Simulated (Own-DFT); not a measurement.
# Computed records: AlN (wurtzite, strained, atoms displaced), InP (zincblende, strained, atoms displaced)

All values are calculated (Own-DFT development build). A calculation, not a measurement: plane-wave PBE density functional theory by an unreviewed code, no spin, of a simulated periodic cell, stress positive in tension, free energy of the whole cell less one offset for each atom, forces on such cells moved up to 12 meV/angstrom on a denser k mesh; offsets are fitted by least squares, one for each functional and potential file, so energies compare only between cells with the same atoms and settings and are not formation energies; the far tail of each file's local potential was reset to the Coulomb form; each entry is a single point on an unrelaxed cell, so the pressure reflects the starting lattice, mostly measured values (interpolated for alloys), from which strain is counted, and rises with the displacements; printed positions are rounded, which can move forces by about a meV/angstrom; the program, named Own-DFT, is a retired in-house code; no spin-orbit coupling; before rounding, a Quantum ESPRESSO 7.3.1 run of the same cell and cutoff gave forces within 1 meV/angstrom rms on each cell, which checks the program and not the settings.

Settings shared by all entries: functional PBE; potential files PseudoDojo norm-conserving, scalar-relativistic, standard set; occupations Fermi-Dirac; smearing width 0.1 eV.

```yaml
- entry: 1
  formula: AlN
  kind: "wurtzite, strained, atoms displaced"
  structure:
    cell_angstrom: [[9.2193, 0.0, 0.0], [-4.6096, 7.9841, 0.0], [0.0, 0.0, 9.964]]
    atoms_fractional:
      - [Al, 0.09939, 0.21463, 0.98706]
      - [Al, 0.21805, 0.10691, 0.24259]
      - ["N", 0.10364, 0.21399, 0.18327]
      - ["N", 0.21227, 0.10584, 0.44068]
      - [Al, 0.11174, 0.21108, 0.5027]
      - [Al, 0.22317, 0.11321, 0.74885]
      - ["N", 0.11257, 0.21386, 0.69472]
      - ["N", 0.22521, 0.1135, 0.94465]
      - [Al, 0.10968, 0.5536, 0.00014]
      - [Al, 0.223, 0.43937, 0.25148]
      - ["N", 0.11175, 0.55661, 0.18011]
      - ["N", 0.22123, 0.44418, 0.44375]
      - [Al, 0.1142, 0.55896, 0.4956]
      - [Al, 0.22316, 0.44155, 0.75503]
      - ["N", 0.11791, 0.55482, 0.68507]
      - ["N", 0.21895, 0.44594, 0.93414]
      - [Al, 0.11297, 0.88535, 0.99782]
      - [Al, 0.23614, 0.77558, 0.25033]
      - ["N", 0.11848, 0.88929, 0.19133]
      - ["N", 0.21828, 0.78271, 0.44238]
      - [Al, 0.10647, 0.88713, 0.49232]
      - [Al, 0.21587, 0.77245, 0.74807]
      - ["N", 0.12761, 0.90604, 0.68745]
      - ["N", 0.21407, 0.76377, 0.9471]
      - [Al, 0.43725, 0.21652, 0.00276]
      - [Al, 0.54781, 0.11317, 0.24377]
      - ["N", 0.44347, 0.22333, 0.18767]
      - ["N", 0.55416, 0.10565, 0.442]
      - [Al, 0.44176, 0.225, 0.4992]
      - [Al, 0.57025, 0.11335, 0.7468]
      - ["N", 0.44874, 0.22908, 0.68562]
      - ["N", 0.54396, 0.10978, 0.9362]
      - [Al, 0.44127, 0.55746, 0.99019]
      - [Al, 0.55239, 0.4393, 0.254]
      - ["N", 0.43995, 0.55212, 0.19943]
      - ["N", 0.56076, 0.44782, 0.45047]
      - [Al, 0.4367, 0.54684, 0.48712]
      - [Al, 0.54144, 0.43678, 0.75142]
      - ["N", 0.44361, 0.55624, 0.69048]
      - ["N", 0.54364, 0.4399, 0.93235]
      - [Al, 0.44766, 0.88501, 0.99285]
      - [Al, 0.55442, 0.77192, 0.25185]
      - ["N", 0.44122, 0.89924, 0.19446]
      - ["N", 0.56052, 0.7723, 0.44526]
      - [Al, 0.45153, 0.8881, 0.49391]
      - [Al, 0.56335, 0.77518, 0.7607]
      - ["N", 0.44702, 0.89929, 0.68986]
      - ["N", 0.55803, 0.78363, 0.93602]
      - [Al, 0.78142, 0.22029, 0.00257]
      - [Al, 0.87668, 0.09602, 0.2523]
      - ["N", 0.77452, 0.22832, 0.19742]
      - ["N", 0.88984, 0.10387, 0.44283]
      - [Al, 0.77402, 0.21902, 0.49626]
      - [Al, 0.88833, 0.11567, 0.75221]
      - ["N", 0.77084, 0.21049, 0.68985]
      - ["N", 0.88552, 0.10644, 0.94187]
      - [Al, 0.7751, 0.55036, 0.99564]
      - [Al, 0.88345, 0.43907, 0.25118]
      - ["N", 0.77449, 0.55935, 0.19048]
      - ["N", 0.89712, 0.43997, 0.44225]
      - [Al, 0.77888, 0.55394, 0.50271]
      - [Al, 0.88955, 0.45006, 0.74599]
      - ["N", 0.77462, 0.55133, 0.68733]
      - ["N", 0.8957, 0.44711, 0.94376]
      - [Al, 0.77098, 0.89053, 0.0088]
      - [Al, 0.88744, 0.78021, 0.25448]
      - ["N", 0.76948, 0.88954, 0.17609]
      - ["N", 0.88932, 0.77807, 0.43339]
      - [Al, 0.78647, 0.88778, 0.49453]
      - [Al, 0.88495, 0.7819, 0.74841]
      - ["N", 0.78149, 0.88526, 0.68765]
      - ["N", 0.88224, 0.77731, 0.93919]
  settings:
    "wave_cutoff [hartree]": 42.0
    k_mesh: "3 x 3 x 2 centred on Gamma"
  results:
    "free_energy_of_cell_above_offsets [eV]": "-28.727"
    "pressure [GPa]": 11.57
    "stress_xx [GPa]": -12.87
    "stress_yy [GPa]": -13.97
    "stress_zz [GPa]": -7.86
    "stress_yz [GPa]": -0.85
    "stress_xz [GPa]": 0.28
    "stress_xy [GPa]": 0.0
    force_element: [Al, Al, "N", "N", Al, Al, "N", "N", Al, Al, "N", "N", Al, Al, "N", "N", Al, Al, "N", "N", Al, Al, "N", "N", Al, Al, "N", "N", Al, Al, "N", "N", Al, Al, "N", "N", Al, Al, "N", "N", Al, Al, "N", "N", Al, Al, "N", "N", Al, Al, "N", "N", Al, Al, "N", "N", Al, Al, "N", "N", Al, Al, "N", "N", Al, Al, "N", "N", Al, Al, "N", "N"]
    "force_x [eV/angstrom]": [2.121, -0.286, -0.524, 2.069, -1.824, 2.171, -1.961, -1.196, 0.453, -1.957, 0.484, -0.425, 0.396, -0.054, -1.237, 0.293, -0.824, -3.577, -0.888, 2.072, 0.684, 1.099, -1.48, 0.667, 0.362, 1.184, -0.772, -0.834, 0.591, -4.688, 0.172, 2.346, 0.156, 0.366, 0.701, -0.309, 0.931, 1.15, -0.29, 1.17, -2.606, -0.882, 3.373, -0.339, -1.086, -1.351, 0.973, 0.502, -1.694, 0.336, 0.725, -0.616, 0.783, 0.989, 2.462, -1.413, -0.782, 0.595, 0.228, -1.864, 0.733, 1.035, -0.245, -1.417, 1.653, 1.018, 0.437, 0.19, -1.548, 2.371, -1.471, 0.401]
    "force_y [eV/angstrom]": [1.358, 0.395, 0.419, 0.722, 1.778, 0.44, 1.496, -1.134, -0.748, -0.891, -0.763, -1.507, 0.132, 0.367, -0.505, -0.765, -0.01, -0.866, -1.08, -1.0, 0.545, 1.391, -3.516, 2.496, 1.253, 0.526, 0.38, 1.345, -1.357, -0.911, -1.522, 0.053, -0.643, 0.852, 0.259, -0.92, 1.391, 1.166, 0.09, 0.28, 0.963, 0.968, -1.424, 0.425, -0.435, 0.495, -2.331, -1.084, 0.544, 2.664, -2.38, 0.809, -0.408, -1.578, 3.358, -0.19, 0.545, 2.457, -0.692, 0.36, 0.111, -0.974, 0.967, -1.409, -0.675, -0.169, -1.05, -1.002, -0.61, -0.687, 1.356, 0.078]
    "force_z [eV/angstrom]": [1.956, 0.689, 0.379, -1.615, 0.511, 1.138, -0.392, -1.149, -0.022, -0.521, 2.923, -1.157, 0.886, -2.29, 0.451, 1.508, 0.557, 0.264, -0.197, -1.009, 1.518, 0.089, -0.37, -1.916, -0.814, 1.746, 0.64, -1.33, 0.472, 0.866, 0.353, 0.758, 1.336, -0.006, -1.68, -2.333, 2.8, -1.351, -0.235, 2.052, 0.895, 0.231, -1.767, -1.662, 1.895, -4.308, 0.092, 2.223, 0.132, -0.115, -1.316, -0.787, 0.503, -0.662, -1.098, -0.87, 0.405, 0.001, 0.003, -0.45, -0.414, 0.397, 0.828, -1.318, -4.851, -2.749, 5.556, 1.22, 2.025, 0.524, -0.267, 0.2]
- entry: 2
  formula: AlN
  kind: "wurtzite, strained, atoms displaced"
  structure:
    cell_angstrom: [[9.476, 0.0, 0.0], [-4.738, 8.2065, 0.0], [0.0, 0.0, 9.964]]
    atoms_fractional:
      - [Al, 0.11583, 0.21733, 0.00782]
      - [Al, 0.22121, 0.11289, 0.25241]
      - ["N", 0.11263, 0.22186, 0.1847]
      - ["N", 0.22351, 0.10002, 0.44319]
      - [Al, 0.1132, 0.22108, 0.49543]
      - [Al, 0.23183, 0.11163, 0.75225]
      - ["N", 0.13194, 0.22842, 0.69578]
      - ["N", 0.23017, 0.11866, 0.93753]
      - [Al, 0.1157, 0.55778, 0.00333]
      - [Al, 0.22044, 0.43888, 0.24843]
      - ["N", 0.1157, 0.5592, 0.18607]
      - ["N", 0.21943, 0.44386, 0.44131]
      - [Al, 0.10621, 0.54978, 0.50707]
      - [Al, 0.22009, 0.44507, 0.75671]
      - ["N", 0.10555, 0.55159, 0.69182]
      - ["N", 0.21643, 0.43516, 0.93933]
      - [Al, 0.11509, 0.88401, 0.00622]
      - [Al, 0.22559, 0.77927, 0.25004]
      - ["N", 0.11434, 0.8878, 0.19961]
      - ["N", 0.21579, 0.77058, 0.44254]
      - [Al, 0.11622, 0.90382, 0.49587]
      - [Al, 0.22176, 0.78099, 0.74885]
      - ["N", 0.11597, 0.89718, 0.69206]
      - ["N", 0.22628, 0.77155, 0.93874]
      - [Al, 0.44003, 0.21471, 0.00228]
      - [Al, 0.55788, 0.11552, 0.2499]
      - ["N", 0.44674, 0.23563, 0.19004]
      - ["N", 0.54279, 0.10548, 0.45309]
      - [Al, 0.43929, 0.21732, 0.49389]
      - [Al, 0.56074, 0.10729, 0.75249]
      - ["N", 0.44404, 0.22388, 0.68844]
      - ["N", 0.55098, 0.10962, 0.94153]
      - [Al, 0.45656, 0.55373, 0.00114]
      - [Al, 0.55403, 0.44532, 0.24812]
      - ["N", 0.45354, 0.5643, 0.19008]
      - ["N", 0.55277, 0.43665, 0.44345]
      - [Al, 0.44971, 0.55987, 0.50807]
      - [Al, 0.56882, 0.45368, 0.74384]
      - ["N", 0.44794, 0.55027, 0.68413]
      - ["N", 0.56087, 0.45754, 0.93831]
      - [Al, 0.45035, 0.89306, 0.99865]
      - [Al, 0.55534, 0.77111, 0.25082]
      - ["N", 0.45144, 0.88841, 0.18624]
      - ["N", 0.55807, 0.77771, 0.44388]
      - [Al, 0.45081, 0.89025, 0.50196]
      - [Al, 0.55505, 0.78322, 0.75711]
      - ["N", 0.44238, 0.88937, 0.68911]
      - ["N", 0.56001, 0.77409, 0.94724]
      - [Al, 0.78027, 0.22879, 0.99882]
      - [Al, 0.89531, 0.11708, 0.25156]
      - ["N", 0.77491, 0.22972, 0.19518]
      - ["N", 0.88428, 0.11571, 0.4411]
      - [Al, 0.78221, 0.22767, 0.50896]
      - [Al, 0.88714, 0.11003, 0.74695]
      - ["N", 0.76879, 0.22575, 0.68948]
      - ["N", 0.88379, 0.10668, 0.94743]
      - [Al, 0.78302, 0.5549, 0.00353]
      - [Al, 0.89293, 0.44256, 0.25771]
      - ["N", 0.77533, 0.55671, 0.19075]
      - ["N", 0.88808, 0.44877, 0.43231]
      - [Al, 0.77634, 0.55418, 0.49532]
      - [Al, 0.87689, 0.44888, 0.75241]
      - ["N", 0.78177, 0.55602, 0.69097]
      - ["N", 0.87193, 0.43854, 0.94541]
      - [Al, 0.77569, 0.88809, 0.99626]
      - [Al, 0.89267, 0.78463, 0.25108]
      - ["N", 0.78323, 0.89207, 0.1931]
      - ["N", 0.88407, 0.77464, 0.44059]
      - [Al, 0.78216, 0.88569, 0.50162]
      - [Al, 0.89248, 0.77819, 0.75737]
      - ["N", 0.7744, 0.89382, 0.69372]
      - ["N", 0.87806, 0.7831, 0.93942]
  settings:
    "wave_cutoff [hartree]": 42.0
    k_mesh: "3 x 3 x 2 centred on Gamma"
  results:
    "free_energy_of_cell_above_offsets [eV]": "-30.408"
    "pressure [GPa]": -0.2
    "stress_xx [GPa]": 3.81
    "stress_yy [GPa]": 1.43
    "stress_zz [GPa]": -4.63
    "stress_yz [GPa]": 0.05
    "stress_xz [GPa]": 0.82
    "stress_xy [GPa]": 1.31
    force_element: [Al, Al, "N", "N", Al, Al, "N", "N", Al, Al, "N", "N", Al, Al, "N", "N", Al, Al, "N", "N", Al, Al, "N", "N", Al, Al, "N", "N", Al, Al, "N", "N", Al, Al, "N", "N", Al, Al, "N", "N", Al, Al, "N", "N", Al, Al, "N", "N", Al, Al, "N", "N", Al, Al, "N", "N", Al, Al, "N", "N", Al, Al, "N", "N", Al, Al, "N", "N", Al, Al, "N", "N"]
    "force_x [eV/angstrom]": [-1.041, 0.864, 0.144, -1.764, -0.008, -0.366, -2.668, -0.232, 0.003, 0.224, -0.133, 0.562, 0.025, 0.95, -0.32, 0.3, -0.819, 0.838, -0.219, 0.412, 0.574, 0.075, -0.347, -0.909, 0.248, -0.285, 0.087, 2.073, 0.414, -2.475, 1.373, 0.853, -2.436, 0.551, -0.781, -0.389, -0.365, -1.776, -0.975, 2.058, 0.327, 0.206, -0.915, 0.167, -1.083, 0.359, 0.544, -1.515, -0.029, -1.482, 1.275, 1.446, -1.343, 0.962, 2.025, 0.155, -2.443, -0.784, 0.896, 0.476, -0.031, 2.574, -0.693, 2.409, -0.399, -0.367, -0.347, 0.805, -1.377, -0.441, 0.862, 3.44]
    "force_y [eV/angstrom]": [0.205, -0.135, -0.115, 3.906, 0.412, 0.81, -0.891, -1.895, -1.225, 1.74, -0.675, -0.315, 0.83, -0.264, 0.172, 1.038, 0.658, -0.449, 0.681, 0.823, -5.316, -0.449, -1.178, 0.905, 2.025, -0.585, -2.398, 0.688, 0.808, 0.452, 0.162, 0.204, 0.497, 1.285, -2.163, 0.978, -0.742, -1.814, 1.447, -2.134, -1.003, 1.913, 0.552, 0.037, -1.011, -1.23, -0.374, 0.438, -1.629, -0.836, -0.725, -0.36, -0.235, 1.234, 0.321, 1.202, 0.893, 1.108, 0.447, -0.709, 0.005, -1.083, 1.72, 1.21, 0.776, -1.319, 0.363, 0.786, 0.513, 0.775, -0.692, -1.074]
    "force_z [eV/angstrom]": [-3.392, -0.456, 2.923, -2.021, 1.59, -0.478, -1.233, 1.756, -1.205, 0.035, 1.302, -0.359, -1.376, -1.38, 1.145, 1.717, -0.982, 0.762, -1.148, 0.188, 1.579, -0.682, -0.039, 0.436, -0.853, 0.731, 0.358, -2.139, 1.954, -0.791, 0.397, 0.177, -0.004, 0.689, 0.184, -0.587, -2.444, 0.799, 2.988, -0.348, 0.164, 0.265, 1.043, -0.265, -0.53, -0.957, 1.283, -0.896, 0.911, -0.697, -0.517, 0.539, -2.154, 0.835, 1.408, -0.867, 0.239, -3.041, 0.792, 3.594, 0.056, 0.524, -1.004, -1.238, 1.566, -0.269, -0.037, 0.397, -0.057, -1.633, -0.232, 0.979]
- entry: 3
  formula: AlN
  kind: "wurtzite, strained, atoms displaced"
  structure:
    cell_angstrom: [[9.2426, 0.0, 0.0], [-4.6213, 8.0044, 0.0], [0.0, 0.0, 9.964]]
    atoms_fractional:
      - [Al, 0.10785, 0.22295, 0.00222]
      - [Al, 0.21527, 0.1066, 0.24991]
      - ["N", 0.11839, 0.23598, 0.19523]
      - ["N", 0.22476, 0.11377, 0.44088]
      - [Al, 0.11455, 0.22321, 0.49438]
      - [Al, 0.22552, 0.10774, 0.75092]
      - ["N", 0.10852, 0.21611, 0.69364]
      - ["N", 0.22837, 0.11612, 0.93721]
      - [Al, 0.10477, 0.54503, 0.99871]
      - [Al, 0.22137, 0.44187, 0.25732]
      - ["N", 0.10919, 0.54473, 0.18946]
      - ["N", 0.21674, 0.43302, 0.44304]
      - [Al, 0.10668, 0.55842, 0.50539]
      - [Al, 0.22112, 0.44156, 0.75378]
      - ["N", 0.10761, 0.55576, 0.68726]
      - ["N", 0.22354, 0.44243, 0.93917]
      - [Al, 0.10673, 0.89096, 0.00565]
      - [Al, 0.22117, 0.77268, 0.25445]
      - ["N", 0.11235, 0.90249, 0.19134]
      - ["N", 0.21642, 0.78388, 0.44084]
      - [Al, 0.10663, 0.89371, 0.50105]
      - [Al, 0.22308, 0.77825, 0.75012]
      - ["N", 0.10168, 0.88797, 0.69442]
      - ["N", 0.23374, 0.78599, 0.93705]
      - [Al, 0.44486, 0.21988, 0.99967]
      - [Al, 0.55654, 0.11752, 0.2506]
      - ["N", 0.44546, 0.22856, 0.19064]
      - ["N", 0.55848, 0.12047, 0.43922]
      - [Al, 0.44074, 0.21607, 0.50637]
      - [Al, 0.56424, 0.11044, 0.74869]
      - ["N", 0.4373, 0.22015, 0.69256]
      - ["N", 0.55304, 0.11736, 0.93802]
      - [Al, 0.43922, 0.54381, 0.00372]
      - [Al, 0.55005, 0.44041, 0.25416]
      - ["N", 0.44057, 0.54924, 0.18801]
      - ["N", 0.55835, 0.44429, 0.44545]
      - [Al, 0.43061, 0.54476, 0.49785]
      - [Al, 0.56246, 0.45388, 0.74556]
      - ["N", 0.44361, 0.54164, 0.70073]
      - ["N", 0.55393, 0.44, 0.93334]
      - [Al, 0.44603, 0.88745, 0.00186]
      - [Al, 0.55225, 0.76749, 0.25087]
      - ["N", 0.44836, 0.88421, 0.19243]
      - ["N", 0.54175, 0.76809, 0.44059]
      - [Al, 0.44273, 0.89373, 0.50485]
      - [Al, 0.55871, 0.77861, 0.7538]
      - ["N", 0.43523, 0.88979, 0.68376]
      - ["N", 0.54689, 0.77096, 0.9359]
      - [Al, 0.77295, 0.22224, 0.00332]
      - [Al, 0.88896, 0.11116, 0.25055]
      - ["N", 0.7785, 0.23216, 0.18596]
      - ["N", 0.87596, 0.10219, 0.43958]
      - [Al, 0.77203, 0.22659, 0.49573]
      - [Al, 0.88558, 0.11334, 0.75061]
      - ["N", 0.77856, 0.22097, 0.69584]
      - ["N", 0.88698, 0.10243, 0.94153]
      - [Al, 0.7775, 0.56055, 0.00214]
      - [Al, 0.8788, 0.44737, 0.24822]
      - ["N", 0.78208, 0.55403, 0.19624]
      - ["N", 0.88426, 0.43673, 0.44499]
      - [Al, 0.76469, 0.54399, 0.4949]
      - [Al, 0.8931, 0.44729, 0.75368]
      - ["N", 0.77288, 0.54789, 0.69384]
      - ["N", 0.89128, 0.44624, 0.93211]
      - [Al, 0.78145, 0.88799, 0.01001]
      - [Al, 0.87739, 0.77103, 0.23682]
      - ["N", 0.78056, 0.88611, 0.19293]
      - ["N", 0.89709, 0.78888, 0.43186]
      - [Al, 0.77015, 0.88082, 0.49957]
      - [Al, 0.88739, 0.77504, 0.74348]
      - ["N", 0.7702, 0.87932, 0.69776]
      - ["N", 0.89417, 0.78161, 0.94454]
  settings:
    "wave_cutoff [hartree]": 42.0
    k_mesh: "3 x 3 x 2 centred on Gamma"
  results:
    "free_energy_of_cell_above_offsets [eV]": "-29.975"
    "pressure [GPa]": 10.12
    "stress_xx [GPa]": -12.18
    "stress_yy [GPa]": -10.61
    "stress_zz [GPa]": -7.56
    "stress_yz [GPa]": -0.26
    "stress_xz [GPa]": -0.53
    "stress_xy [GPa]": -0.74
    force_element: [Al, Al, "N", "N", Al, Al, "N", "N", Al, Al, "N", "N", Al, Al, "N", "N", Al, Al, "N", "N", Al, Al, "N", "N", Al, Al, "N", "N", Al, Al, "N", "N", Al, Al, "N", "N", Al, Al, "N", "N", Al, Al, "N", "N", Al, Al, "N", "N", Al, Al, "N", "N", Al, Al, "N", "N", Al, Al, "N", "N", Al, Al, "N", "N", Al, Al, "N", "N", Al, Al, "N", "N"]
    "force_x [eV/angstrom]": [0.998, 0.592, -0.403, -0.035, -1.405, -1.428, -0.412, -1.137, 0.812, -0.266, -1.266, -1.338, 0.321, 0.141, 1.066, -0.952, 2.164, -0.409, 0.559, 1.006, 0.319, -1.07, 1.722, -1.836, -0.866, 0.044, -0.03, -0.448, -0.408, -2.525, 2.229, 1.818, 0.199, 0.34, 0.418, -2.615, 1.521, 0.453, -3.012, 0.548, 0.08, -0.315, -0.786, 0.451, 0.028, -1.568, 1.938, 1.24, 0.543, -0.361, 0.365, 0.495, 1.82, 1.614, -0.085, -0.974, 0.192, 3.969, -3.151, -0.261, 2.662, -0.726, 1.345, -0.638, -1.272, 2.657, -2.154, -1.438, -0.025, -0.548, 0.372, -0.878]
    "force_y [eV/angstrom]": [-0.289, 2.621, -3.07, -0.169, -2.383, 0.264, 0.495, -0.723, 1.858, 1.22, 1.36, 2.299, -0.228, -0.465, 0.109, -0.294, 0.866, 0.513, -3.573, -0.8, -0.082, 0.062, -0.114, -1.495, 0.843, -0.972, -1.268, -1.479, 0.845, 0.112, 0.419, -1.444, 0.955, 0.41, 0.224, -1.25, 0.916, -3.161, 2.693, 0.863, 0.507, 0.924, 0.833, 0.28, -0.379, -1.468, 0.099, 0.381, -0.033, 0.584, -1.431, 0.977, -1.724, -1.19, 0.841, 1.126, -1.193, -1.115, 0.401, 2.186, 2.832, -0.626, 1.368, -0.252, -0.51, 1.424, 0.648, -2.295, 0.136, -0.564, 1.45, -0.905]
    "force_z [eV/angstrom]": [-0.402, 0.706, -0.816, -0.436, 1.984, 0.427, -0.894, 1.332, 0.083, -0.481, 0.5, -0.389, -1.236, -0.705, 1.059, 0.533, -1.274, -1.048, -0.496, 0.304, 0.369, 0.268, -1.092, 0.9, -0.118, -0.381, -0.081, -0.074, -0.02, 0.491, -0.505, 0.313, -1.592, 0.036, 1.115, -1.307, 1.876, 1.437, -2.498, 1.723, -0.094, 0.15, 0.167, 0.193, -2.047, -0.658, 1.536, 1.996, -1.571, 0.109, 1.011, 0.105, 1.59, 0.14, -1.466, 0.659, -1.068, 1.519, -1.791, -1.38, 1.5, -1.533, -1.564, 2.537, -2.297, 2.621, -0.154, 0.393, 0.296, 1.491, -1.721, -0.278]
- entry: 4
  formula: InP
  kind: "zincblende, strained, atoms displaced"
  structure:
    cell_angstrom: [[11.3066, 0.0, 0.0], [0.0, 11.3066, 0.0], [0.0, 0.0, 12.1251]]
    atoms_fractional:
      - [In, 0.00178, 0.00021, 0.00016]
      - [In, 0.99715, 0.25421, 0.25316]
      - [In, 0.24744, 0.99966, 0.24883]
      - [In, 0.25702, 0.25154, 0.00139]
      - [P, 0.12309, 0.12379, 0.12259]
      - [P, 0.12541, 0.37819, 0.37772]
      - [P, 0.37828, 0.12187, 0.37427]
      - [P, 0.37291, 0.37771, 0.12181]
      - [In, 0.99748, 0.99993, 0.4983]
      - [In, 0.00241, 0.24773, 0.75011]
      - [In, 0.25443, 0.99572, 0.75016]
      - [In, 0.2477, 0.2493, 0.49874]
      - [P, 0.11911, 0.12372, 0.6247]
      - [P, 0.12433, 0.37832, 0.87205]
      - [P, 0.37065, 0.128, 0.8689]
      - [P, 0.37873, 0.37636, 0.62346]
      - [In, 0.99867, 0.50164, 0.99833]
      - [In, 0.00192, 0.75185, 0.24763]
      - [In, 0.24948, 0.50341, 0.25206]
      - [In, 0.25222, 0.75216, 0.99818]
      - [P, 0.12938, 0.61944, 0.1233]
      - [P, 0.12681, 0.876, 0.37536]
      - [P, 0.37651, 0.62468, 0.37737]
      - [P, 0.37004, 0.87493, 0.12317]
      - [In, 0.99776, 0.50118, 0.49855]
      - [In, 0.99783, 0.75078, 0.74835]
      - [In, 0.25367, 0.49887, 0.75097]
      - [In, 0.25131, 0.74576, 0.5046]
      - [P, 0.1297, 0.62893, 0.62213]
      - [P, 0.12288, 0.87257, 0.87378]
      - [P, 0.37774, 0.62173, 0.87616]
      - [P, 0.3792, 0.87497, 0.62682]
      - [In, 0.50203, 0.00042, 0.00151]
      - [In, 0.50194, 0.25084, 0.24418]
      - [In, 0.75148, 0.9966, 0.24825]
      - [In, 0.74876, 0.2477, 0.00365]
      - [P, 0.62712, 0.12729, 0.12689]
      - [P, 0.62777, 0.37568, 0.37937]
      - [P, 0.87753, 0.11899, 0.3762]
      - [P, 0.87758, 0.38052, 0.12733]
      - [In, 0.50052, 0.9992, 0.50033]
      - [In, 0.49907, 0.251, 0.75309]
      - [In, 0.75168, 0.00014, 0.75133]
      - [In, 0.75524, 0.24891, 0.49492]
      - [P, 0.62239, 0.12455, 0.62509]
      - [P, 0.62748, 0.37555, 0.8724]
      - [P, 0.87637, 0.12395, 0.88113]
      - [P, 0.87476, 0.37917, 0.62783]
      - [In, 0.49444, 0.49943, 0.9971]
      - [In, 0.49607, 0.74916, 0.25081]
      - [In, 0.75314, 0.50019, 0.2516]
      - [In, 0.74974, 0.74439, 0.00058]
      - [P, 0.62511, 0.62463, 0.1235]
      - [P, 0.62414, 0.88119, 0.3756]
      - [P, 0.87563, 0.62477, 0.37431]
      - [P, 0.87575, 0.8745, 0.12334]
      - [In, 0.50215, 0.50084, 0.50146]
      - [In, 0.50173, 0.75124, 0.74843]
      - [In, 0.74866, 0.49531, 0.75152]
      - [In, 0.75268, 0.74789, 0.50353]
      - [P, 0.6283, 0.62425, 0.62363]
      - [P, 0.62616, 0.87038, 0.87826]
      - [P, 0.87669, 0.62129, 0.87618]
      - [P, 0.87138, 0.87732, 0.62752]
  settings:
    "wave_cutoff [hartree]": 36.0
    k_mesh: "3 x 3 x 3 centred on Gamma"
  results:
    "stress_xx [GPa]": null
```

To be estimated
1. Give the missing stress xx for InP (zincblende, strained, atoms displaced) (entry 4).
2. Give the table of force values for InP (zincblende, strained, atoms displaced) (entry 4).

Answers
1. -7.61 GPa
2. 
Force:
```tsv
element	x (eV/Å)	y (eV/Å)	z (eV/Å)
In	0.032	-0.339	-0.043
In	0.4	-0.394	-0.176
In	0.101	0.276	0.087
In	-1.094	-0.217	-0.447
P	0.231	0.711	0.411
P	-0.006	-0.193	-0.303
P	-0.345	0.486	-0.255
P	0.283	0.068	0.859
In	0.386	-0.574	0.444
In	-0.457	0.284	0.267
In	-0.821	0.17	-0.269
In	0.347	-0.204	0.223
P	0.837	-0.315	-0.029
P	0.219	-0.462	0.47
P	0.524	-0.441	0.902
P	-0.411	-0.321	0.063
In	0.479	-0.317	0.174
In	0.21	-0.311	0.068
In	0.206	-0.35	0.126
In	-0.317	-0.502	-0.173
P	-0.36	0.782	-0.104
P	0.007	-0.388	0.296
P	-0.039	-0.045	-0.044
P	0.586	0.207	0.249
In	0.236	0.17	0.497
In	0.092	-0.302	-0.066
In	-0.198	0.171	-0.409
In	0.385	0.95	-0.755
P	-0.877	-0.877	0.848
P	0.212	0.171	0.016
P	-0.328	0.844	-0.6
P	-0.276	-0.131	-0.416
In	-0.321	0.122	-0.332
In	-0.277	0.396	0.849
In	0.008	0.165	0.078
In	0.387	0.678	-0.256
P	-0.074	-0.593	-0.119
P	-0.296	-0.102	-0.796
P	-0.322	0.537	-0.736
P	-0.279	-0.554	-0.383
In	-0.033	0.227	0.178
In	0.28	0.047	-0.575
In	-0.525	0.327	0.386
In	-0.192	-0.098	0.887
P	0.509	0.306	0.085
P	-0.411	-0.389	0.918
P	-0.165	0.261	-0.639
P	0.26	-0.703	-0.434
In	1.04	-0.16	0.321
In	0.442	0.323	-0.163
In	-0.612	0.12	-0.034
In	0.291	0.22	-0.032
P	-0.404	-0.379	0.447
P	0.233	-1.046	-0.105
P	0.113	0.524	-0.043
P	-0.053	-0.181	-0.146
In	0.066	-0.025	-0.112
In	0.189	-0.447	0.31
In	0.192	0.716	-0.178
In	-0.193	0.412	-0.664
P	-0.204	-0.023	0.499
P	0.017	0.453	-0.232
P	-0.35	0.424	-0.545
P	0.444	-0.163	-0.348
```

Further results for InP (zincblende, strained, atoms displaced) (entry 4):

- free energy of cell above offsets: -32.144 eV
- pressure: 6.6 GPa
- stress yy: -7.61 GPa
- stress zz: -4.57 GPa
- stress yz: 0.08 GPa
- stress xz: 0.2 GPa
- stress xy: 0.02 GPa
